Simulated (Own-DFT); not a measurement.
# Which defects push the lattice out? zincblende GaAs

Source: density functional calculations with Own-DFT, an unreviewed in-house program that is no longer used. Nothing was measured or relaxed, and spin and spin-orbit coupling are left out.

Settings: PBE; PseudoDojo norm-conserving scalar-relativistic files; cutoff 42 hartree; 3 x 3 x 3 k mesh centred on Gamma; Fermi-Dirac smearing of 0.1 eV.

Caveats (not all hold for every row): not probed for a lower state with spin; forces not confirmed at this smearing and k mesh; stress not checked against mesh or cutoff.

All runs share one cell, with vectors in Å (11.737, 0.000, 0.000); (0.000, 11.737, 0.000); (0.000, 0.000, 10.919) and a volume of 1504.3 Å³, strained against the parent crystal. Atoms were moved at random from their sites; u is the rms move along one axis. The defect's site can differ from row to row.

| cell | formula | u (Å) | P (GPa) |
|---|---|---|---|
| no defect | As32Ga32 | 0.0291 | 0.75 |
| no defect | As32Ga32 | 0.0480 | 1.04 |
| no defect | As32Ga32 | 0.0498 | 1.09 |
| one As vacancy and one Ga vacancy | As31Ga31 | 0.0307 | 0.44 |
| one As vacancy and one Ga vacancy | As31Ga31 | 0.0481 | 0.68 |
| one As vacancy and one Ga vacancy | As31Ga31 | 0.0507 | 0.64 |
| one P on an As site | As31Ga32P | 0.0303 | ? |
| one P on an As site | As31Ga32P | 0.0312 | 0.53 |
| one P on an As site | As31Ga32P | 0.0480 | 0.72 |
| one P on an As site | As31Ga32P | 0.0496 | 0.83 |
| one In on a Ga site | As32Ga31In | 0.0292 | 1.32 |
| one In on a Ga site | As32Ga31In | 0.0513 | 1.71 |
| one In on a Ga site | As32Ga31In | 0.0521 | 1.62 |
| one Al on a Ga site | AlAs32Ga31 | 0.0285 | 0.73 |
| one Al on a Ga site | AlAs32Ga31 | 0.0498 | 1.03 |
| one Al on a Ga site | AlAs32Ga31 | 0.0511 | 0.99 |

## Analysis

P = P0 + c u² + a shift for each defect gives P0 = 0.63 GPa, c = 174 ± 15 GPa/Å² and a scatter of 0.04 GPa. The shifts, and each times the cell's volume:

- one In on a Ga site: 0.56 ± 0.04 GPa, 5.2 eV
- one Al on a Ga site: -0.06 ± 0.04 GPa, -0.6 eV (not resolved)
- one P on an As site: -0.27 ± 0.04 GPa, -2.6 eV
- one As vacancy and one Ga vacancy: -0.39 ± 0.04 GPa, -3.7 eV

Positive is outwards. The product with the volume (160.2 GPa Å³ to the eV) is nearly free of the cell's size; divided by the bulk modulus at the cell's pressure it gives the volume that the defect adds. The atoms around the defects weren't relaxed, which would change these numbers.

## Test on the hidden row

Question: what pressure belongs in the blank (one P on an As site, u = 0.0303 Å)?

From the fit: 0.52 ± 0.05 GPa. The hidden result is 0.51 GPa.
